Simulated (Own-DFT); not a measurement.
# Which defects push the lattice out? zincblende GaAs

The numbers are computed, not measured, by runs of the plane-wave DFT program Own-DFT (in-house, retired, unreviewed) at fixed positions, with no spin and no spin-orbit coupling.

Method: PBE; PseudoDojo norm-conserving scalar-relativistic files; cutoff 42 hartree; 3 x 3 x 3 k mesh centred on Gamma; Fermi-Dirac smearing of 0.1 eV.

Keep in mind (not all hold for every row): not probed for a lower state with spin; forces not confirmed at this smearing and k mesh; stress not checked against mesh or cutoff.

All runs share one cell, with vectors in Å (10.862, 0.000, 0.000); (0.000, 10.862, 0.000); (0.000, 0.000, 11.796) and a volume of 1391.7 Å³, strained against the parent crystal. The atoms are randomly displaced, by u rms on each axis. The defect's site can differ from row to row.

```
                             cell     formula   u (Å)  P (GPa)
                        no defect    As32Ga32  0.0297     6.68
                        no defect    As32Ga32  0.0297     6.65
                        no defect    As32Ga32  0.0461     6.93
              one In on a Ga site  As32Ga31In  0.0261     7.33
              one In on a Ga site  As32Ga31In  0.0280     7.41
              one In on a Ga site  As32Ga31In  0.0286     7.36
              one Al on a Ga site  AlAs32Ga31  0.0279     6.66
              one Al on a Ga site  AlAs32Ga31  0.0319     6.68
              one Al on a Ga site  AlAs32Ga31  0.0488     7.04
              one P on an As site   As31Ga32P  0.0297     6.35
              one P on an As site   As31Ga32P  0.0304     6.41
              one P on an As site   As31Ga32P  0.0505     6.71
one As vacancy and one Ga vacancy    As31Ga31  0.0275     5.82
one As vacancy and one Ga vacancy    As31Ga31  0.0278     5.96
one As vacancy and one Ga vacancy    As31Ga31  0.0486        ?
one As vacancy and one Ga vacancy    As31Ga31  0.0499     6.20
```

## Working it out

P = P0 + c u² + a shift for each defect gives P0 = 6.49 GPa, c = 207 ± 18 GPa/Å² and a scatter of 0.04 GPa. The shifts, and each times the cell's volume:

- one In on a Ga site: 0.72 ± 0.04 GPa, 6.3 eV
- one Al on a Ga site: 0.02 ± 0.04 GPa, 0.2 eV (not resolved)
- one P on an As site: -0.30 ± 0.04 GPa, -2.6 eV
- one As vacancy and one Ga vacancy: -0.77 ± 0.04 GPa, -6.7 eV

A positive shift means that the defect pushes the cell outwards. Shift times volume (160.2 GPa Å³ is 1 eV) depends little on the cell's size, so, taken for each site, it can be compared between cells at like pressure. The atoms around the defects weren't relaxed, which would change these numbers.

## The run left out

Question: what pressure belongs in the blank (one As vacancy and one Ga vacancy, u = 0.0486 Å)?

Estimate: 6.21 ± 0.05 GPa. The calculation gave 6.31 GPa.
